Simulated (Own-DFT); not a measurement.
# Energy and forces against displacement in rutile TiO2, 72 atoms (O48Ti24)

These are calculations, not measurements. They come from Own-DFT, an in-house plane-wave density functional program, since retired, whose code no person has reviewed. Each row is one single-point run on a periodic cell that was not relaxed, without spin or spin-orbit coupling.

Settings of every run: PBE; PseudoDojo norm-conserving scalar-relativistic files; cutoff 72 hartree; 3 x 3 x 3 k mesh centred on Gamma; Fermi-Dirac smearing of 0.1 eV.

Known limits, some of them of some rows only: some atoms lie very close together; oxygen file: force components 24 meV/angstrom off all-electron in a glass; forces on such cells passed a denser k mesh, each cell not checked; stress not checked against mesh or cutoff.

Cell vectors in Å: (9.187, 0.000, 0.000); (0.000, 9.187, 0.000); (0.000, 0.000, 8.876). In each run every atom was moved at random and independently from its ideal site; u is the rms move along one axis. E is the free energy for each atom above the fitted value at u = 0, and F the rms of the force components.

```
run,u (Å),E (meV/atom),F (eV/Å),largest force (eV/Å),P (GPa)
1,0.0189,7.3,0.334,1.14,5.07
2,0.0199,8.0,0.348,1.36,4.84
3,0.0211,9.7,0.403,1.88,5.17
4,0.0476,58.0,1.115,4.45,6.90
5,0.0481,53.4,1.057,4.03,6.90
6,0.0506,?,?,?,?
7,0.0722,112.7,1.547,8.22,8.89
8,0.0796,124.8,1.489,5.71,8.83
9,0.0839,142.9,1.707,5.89,10.86
10,0.1215,288.4,2.579,12.66,16.42
11,0.1436,466.7,3.882,17.56,21.34
```

## Worked fit

For small independent moves the energy grows as E = (3/2) K u², with K the mean stiffness felt by one atom. The runs with u up to 0.11 Å give K = 14.5 ± 0.7 eV/Å², with residuals divided by u² + 0.0006 Å², since the noise grows with the moves. The scatter is 5.1 meV/atom at u = 0.05 Å. The forces follow F = G u with G = 20.1 eV/Å²; no force at u = 0 is resolved. G exceeds K because the moves of its neighbours add to the force on an atom, and stiffness differs between atoms. At u = 0.144 Å the parabola gives 447 meV/atom and the run 467. The pressure follows P = 4.83 + 771 u² GPa: at fixed volume, shortened bonds push harder than stretched ones pull.

## Withheld run

Question: what energy and rms force should run 6 give?

The fit gives 55 ± 6 meV/atom and about 1.02 eV/Å. The calculation gave 47.6 meV/atom and 0.896 eV/Å.
